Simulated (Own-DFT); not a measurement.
# Response to strain: diamond silicon, 64 atoms (Si64)

All numbers below are calculated, not measured. The program, named Own-DFT, is a retired in-house plane-wave density functional code that no person has reviewed. Each row is one single-point run on a periodic cell that was not relaxed, without spin or spin-orbit coupling.

Settings of every run: PBE; PseudoDojo norm-conserving scalar-relativistic files; cutoff 20 hartree; 3 x 3 x 3 k mesh centred on Gamma; Fermi-Dirac smearing of 0.1 eV.

Known limits: k mesh not checked against a denser one; stress not checked against mesh or cutoff.

Unstrained cell vectors in Å: (10.862, 0.000, 0.000); (0.000, 10.862, 0.000); (0.000, 0.000, 10.862). The unstrained cell has measured lattice constants (interpolated for alloys), not those of this functional. That, the random moves and any unrelaxed bonds set the pressure at no strain. Each run strains this cell uniformly, with the atoms carried along. Every atom was also moved at random, by a Gaussian of width 0.05 Å on each axis. Strain is the symmetric tensor, in per cent. Stress is positive in tension, and the pressure is minus a third of its trace.

```
run  e_xx (%)  e_yy (%)  e_zz (%)  e_yz (%)  e_xz (%)  e_xy (%)  s_xx (GPa)  s_yy (GPa)  s_zz (GPa)  s_yz (GPa)  s_xz (GPa)  s_xy (GPa)  P (GPa)  E (meV/atom)
  1     -1.87     -0.76     -0.29      0.88     -0.32     -1.61       -6.40       -5.46       -5.08        2.26       -1.31       -3.07     5.64          16.9
  2     -1.13      1.57     -1.30      0.28      1.43     -0.74       -4.67       -2.16       -4.81        1.28        4.05       -2.38     3.88          34.2
  3      0.31     -1.12     -1.51     -0.02      0.94      0.81       -3.84       -5.12       -5.67       -0.86        0.87        2.22     4.88          13.4
  4     -0.79     -1.72     -1.30      1.72     -0.35      0.88       -6.44       -7.15       -6.90        3.89       -2.50        3.40     6.83          36.8
  5      0.03     -1.98      1.78      1.04      1.53     -0.16       -2.79       -4.60       -1.27        2.93        3.34        0.06     2.89          11.7
  6     -0.67      0.18     -0.79      0.61      1.06     -1.67       -4.32       -3.70       -4.48        1.36        1.94       -4.25     4.16          20.8
  7      1.60      0.19     -0.06      1.31     -1.54     -1.14       -0.08       -1.30       -1.48        1.78       -2.61       -2.27     0.95           2.3
  8      1.94     -1.89      1.65      1.57     -1.08      0.77        0.14       -3.12       -0.16        2.81       -1.85        1.80     1.05           8.3
  9      0.26      0.52     -1.54     -0.97     -1.39     -0.75       -2.91       -2.63       -4.41       -1.70       -2.20       -1.98     3.32           7.4
 10      0.38     -1.64     -1.30     -0.20     -1.85     -1.89       -4.39       -6.31       -5.89       -1.06       -3.94       -4.40     5.53          32.4
 11      1.70     -1.30     -0.57      0.36     -1.88      0.66       -1.40       -3.93       -3.63        0.56       -4.10        1.91     2.99          20.4
 12     -0.29      1.34      0.88     -1.50     -0.09      0.16       -1.53       -0.06       -0.64       -2.13        0.65        1.06     0.74           0.0
 13     -1.97     -0.31     -0.50      0.53     -0.17      0.27       -6.37       -4.83       -4.99        0.77       -0.07        0.68     5.39          11.8
 14     -0.13     -1.11      1.15     -1.98     -0.76      1.24       -3.02       -3.81       -1.78       -4.58       -1.31        2.19     2.87          19.0
 15      0.25      0.32     -0.46     -0.48      1.01     -0.81           ?           ?           ?           ?           ?           ?        ?             ?
```

E is the free energy for each atom above the lowest run shown.

## Worked fit

Each stress component was fitted by least squares to a constant and the strains of the runs shown, as fractions, with shears doubled. Shear strains stay in the fit of a normal stress only where such slopes are resolved. The slopes, in GPa:

```
stress,at no strain,per e_xx,per e_yy,per e_zz,scatter
s_xx,-2.8,161 ± 5,72 ± 5,73 ± 5,0.19
s_yy,-2.7,74 ± 4,162 ± 5,74 ± 5,0.18
s_zz,-2.8,70 ± 5,73 ± 5,163 ± 5,0.19
```

Each shear stress against twice its own strain: yz 105 ± 10, xz 100 ± 8, xy 123 ± 9 GPa. These are stiffnesses along x, y and z of the frame in which the cell vectors are given, which need not be the crystal's axes. The atoms are held to the strained lattice; where symmetry lets them move under strain, relaxing them would lower some slopes. The table should be nearly symmetric about its diagonal, and what it lacks of that shows the noise. A ninth of its sum, 102 ± 2 GPa, estimates the bulk modulus near the mean pressure of these runs, 3.7 GPa, so it lies above the value at zero pressure.

## Withheld run

Question: what normal stresses and pressure should run 15 give?

The fit gives s_xx = -2.5, s_yy = -2.4, s_zz = -3.1 and P = 2.6 GPa. The calculation gave -2.64, -2.34, -3.32 and P = 2.77 GPa.
